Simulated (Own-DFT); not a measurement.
# Point defects and the pressure they add: zincblende GaAs

No measurement is shown. These are fixed-geometry runs of a retired plane-wave code named Own-DFT, which no person has reviewed; spin and spin-orbit coupling are neglected.

Settings: PBE; PseudoDojo norm-conserving scalar-relativistic files; cutoff 42 hartree; 3 x 3 x 3 k mesh centred on Gamma; Fermi-Dirac smearing of 0.1 eV.

Limits (not all hold for every row): not probed for a lower state with spin; forces on such cells failed a check on a denser k mesh; forces not confirmed at this smearing and k mesh; stress not checked against mesh or cutoff.

All runs share one cell, with vectors in Å (11.307, 0.000, 0.000); (0.000, 11.307, 0.000); (0.000, 0.000, 11.307) and a volume of 1445.4 Å³. The atoms are randomly displaced, by u rms on each axis. The defect's site can differ from row to row.

| cell | formula | u (Å) | P (GPa) |
|---|---|---|---|
| no defect | As32Ga32 | 0.0206 | 3.52 |
| no defect | As32Ga32 | 0.0461 | 3.88 |
| no defect | As32Ga32 | 0.0519 | 4.00 |
| two As on a Ga site each | As34Ga30 | 0.0282 | 4.75 |
| two As on a Ga site each | As34Ga30 | 0.0285 | 4.81 |
| two As on a Ga site each | As34Ga30 | 0.0310 | 4.83 |
| one P on an As site | As31Ga32P | 0.0292 | 3.35 |
| one P on an As site | As31Ga32P | 0.0312 | 3.36 |
| one P on an As site | As31Ga32P | 0.0321 | 3.39 |
| one As on a Ga site | As33Ga31 | 0.0296 | ? |
| one As on a Ga site | As33Ga31 | 0.0297 | 4.26 |
| one As on a Ga site | As33Ga31 | 0.0456 | 4.50 |
| one As on a Ga site | As33Ga31 | 0.0499 | 4.57 |
| two As vacancies | As30Ga32 | 0.0306 | 3.17 |
| two As vacancies | As30Ga32 | 0.0331 | 3.30 |
| two As vacancies | As30Ga32 | 0.0499 | 3.65 |

## Fit

P = P0 + c u² + a shift for each defect gives P0 = 3.40 GPa, c = 228 ± 16 GPa/Å² and a scatter of 0.04 GPa. The shifts, and each times the cell's volume:

- two As on a Ga site each: 1.20 ± 0.03 GPa, 10.8 eV (5.4 eV for each of its 2 sites)
- one As on a Ga site: 0.63 ± 0.03 GPa, 5.7 eV
- one P on an As site: -0.25 ± 0.03 GPa, -2.3 eV
- two As vacancies: -0.37 ± 0.03 GPa, -3.4 eV (-1.7 eV for each of its 2 sites)

A positive shift means that the defect pushes the cell outwards. Shift times volume (160.2 GPa Å³ is 1 eV) depends little on the cell's size, so, taken for each site, it can be compared between cells at like pressure. The atoms around the defects weren't relaxed, which would change these numbers.

## Test on the hidden row

The question: what pressure belongs in the blank (one As on a Ga site, u = 0.0296 Å)?

Estimate: 4.23 ± 0.05 GPa. The run itself gave 4.28 GPa.
